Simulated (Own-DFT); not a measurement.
# Response to strain: wurtzite GaN, 96 atoms (Ga48N48)

Source: density functional calculations with Own-DFT, an unreviewed in-house program that is no longer used. Nothing was measured or relaxed, and spin and spin-orbit coupling are left out.

Method: PBE; PseudoDojo norm-conserving scalar-relativistic files; cutoff 42 hartree; 3 x 4 x 3 k mesh centred on Gamma; Fermi-Dirac smearing of 0.1 eV.

Caveats: forces on such cells passed a denser k mesh, each cell not checked; stress not checked against mesh or cutoff.

Unstrained cell vectors in Å: (12.756, 0.000, 0.000); (-4.783, 8.285, 0.000); (0.000, 0.000, 10.370). The unstrained cell has measured lattice constants (interpolated for alloys), not those of this functional. That, the random moves and any unrelaxed bonds set the pressure at no strain. The cell is deformed uniformly in each run, and the atoms keep their fractional places. Each coordinate of each atom was shifted by a normal deviate of width 0.05 Å. Strain is the symmetric tensor, in per cent. Stress is positive in tension, and the pressure is minus a third of its trace.

| run | e_xx (%) | e_yy (%) | e_zz (%) | e_yz (%) | e_xz (%) | e_xy (%) | s_xx (GPa) | s_yy (GPa) | s_zz (GPa) | s_yz (GPa) | s_xz (GPa) | s_xy (GPa) | P (GPa) | E (meV/atom) |
|---|---|---|---|---|---|---|---|---|---|---|---|---|---|---|
| 1 | -1.59 | 1.00 | -0.42 | -0.97 | -1.64 | 0.36 | -14.73 | -5.44 | -10.71 | -2.28 | -4.48 | -0.12 | 10.29 | 37.4 |
| 2 | 0.85 | 1.35 | -0.94 | 0.17 | -0.06 | 0.75 | -3.14 | -1.67 | -11.72 | 0.12 | -0.45 | 2.58 | 5.51 | 15.2 |
| 3 | 1.74 | 0.05 | 0.04 | 0.89 | -0.81 | 0.88 | -0.55 | -4.90 | -7.18 | 2.46 | -1.97 | 3.27 | 4.21 | 5.9 |
| 4 | -0.88 | -0.40 | 1.51 | -1.44 | -0.79 | -1.33 | -9.64 | -9.04 | -2.76 | -2.66 | -1.32 | -2.02 | 7.15 | 14.4 |
| 5 | 0.37 | -1.42 | 1.63 | -1.85 | 1.83 | 0.77 | -7.42 | -14.45 | -0.48 | -4.36 | 3.67 | 3.01 | 7.45 | 39.0 |
| 6 | 0.34 | 0.85 | -0.32 | -0.65 | 0.78 | -0.97 | -6.43 | -3.65 | -7.39 | -1.15 | 1.87 | -3.39 | 5.82 | 5.7 |
| 7 | -0.17 | -0.54 | 1.79 | 0.05 | -0.10 | -0.93 | -7.37 | -8.15 | -1.50 | 0.08 | -0.16 | -2.84 | 5.67 | 11.2 |
| 8 | -1.95 | 1.50 | -0.03 | 1.00 | -0.71 | -0.46 | -16.93 | -4.22 | -7.81 | 2.64 | -2.03 | -1.27 | 9.65 | 40.1 |
| 9 | 0.57 | 0.24 | -0.08 | -1.70 | 0.94 | -1.94 | -5.03 | -6.08 | -9.39 | -4.05 | 1.78 | -5.17 | 6.83 | 26.6 |
| 10 | -0.27 | 0.31 | -0.22 | 0.17 | 0.62 | 1.18 | -7.66 | -6.91 | -8.76 | -0.02 | 1.51 | 2.55 | 7.78 | 8.5 |
| 11 | -0.09 | 1.83 | 0.29 | -0.24 | -0.94 | -0.40 | -5.85 | 0.07 | -5.09 | -0.34 | -1.72 | -0.49 | 3.62 | 0.0 |
| 12 | -1.84 | -1.98 | 0.56 | -0.55 | -0.08 | -0.18 | -18.09 | -19.49 | -8.25 | -1.48 | 0.13 | -1.75 | 15.28 | 53.4 |
| 13 | -1.31 | -1.89 | -1.77 | -0.25 | -0.49 | 0.49 | -20.75 | -18.98 | -17.11 | 0.11 | -1.09 | 0.95 | 18.95 | 56.5 |
| 14 | -0.72 | 0.50 | -0.74 | -1.84 | 0.24 | -0.05 | -11.14 | -6.04 | -11.70 | -4.09 | 0.30 | -0.26 | 9.63 | 19.6 |
| 15 | 0.81 | -1.30 | 1.96 | 1.90 | -1.44 | -1.14 | -4.20 | -11.13 | 0.59 | 3.82 | -3.09 | -3.29 | 4.91 | 12.4 |
| 16 | -0.88 | 0.15 | 1.31 | 1.33 | 1.33 | 0.35 | ? | ? | ? | ? | ? | ? | ? | ? |

E is the free energy per atom, counted from the lowest run shown.

## Analysis

Each stress component was fitted by least squares to a constant and the strains of the runs shown, as fractions, with shears doubled. Shear strains stay in the fit of a normal stress only where such slopes are resolved. The slopes, in GPa:

| stress | at no strain | per e_xx | per e_yy | per e_zz | scatter |
|---|---|---|---|---|---|
| s_xx | -8.3 | 463 ± 27 | 150 ± 25 | 142 ± 29 | 1.07 |
| s_yy | -7.8 | 132 ± 21 | 454 ± 19 | 62 ± 22 | 0.82 |
| s_zz | -8.1 | 54 ± 22 | 58 ± 21 | 437 ± 24 | 0.89 |

The slope of each shear stress on twice its own strain, from a fit on all six strains: yz 110 ± 7, xz 112 ± 8, xy 142 ± 14 GPa. These are stiffnesses along x, y and z of the frame in which the cell vectors are given, with the crystal's c axis along z: C11, C12, C13 and C33. Hexagonal symmetry asks that xx and yy behave alike, which is a second check on the noise. The atoms are held to the strained lattice; where symmetry lets them move under strain, relaxing them would lower some slopes. Symmetry asks for nearly equal slopes across the diagonal; the mismatch is a measure of noise. A ninth of the table's sum, 217 ± 5 GPa, estimates the bulk modulus near the mean pressure of these runs, 8.2 GPa, so it lies above the value at zero pressure.

## Withheld run

Q: what normal stresses and pressure should run 16 give?

The fit gives s_xx = -10.3, s_yy = -7.5, s_zz = -2.7 and P = 6.8 GPa. The run itself gave -9.00, -6.90, -2.88 and P = 6.26 GPa.
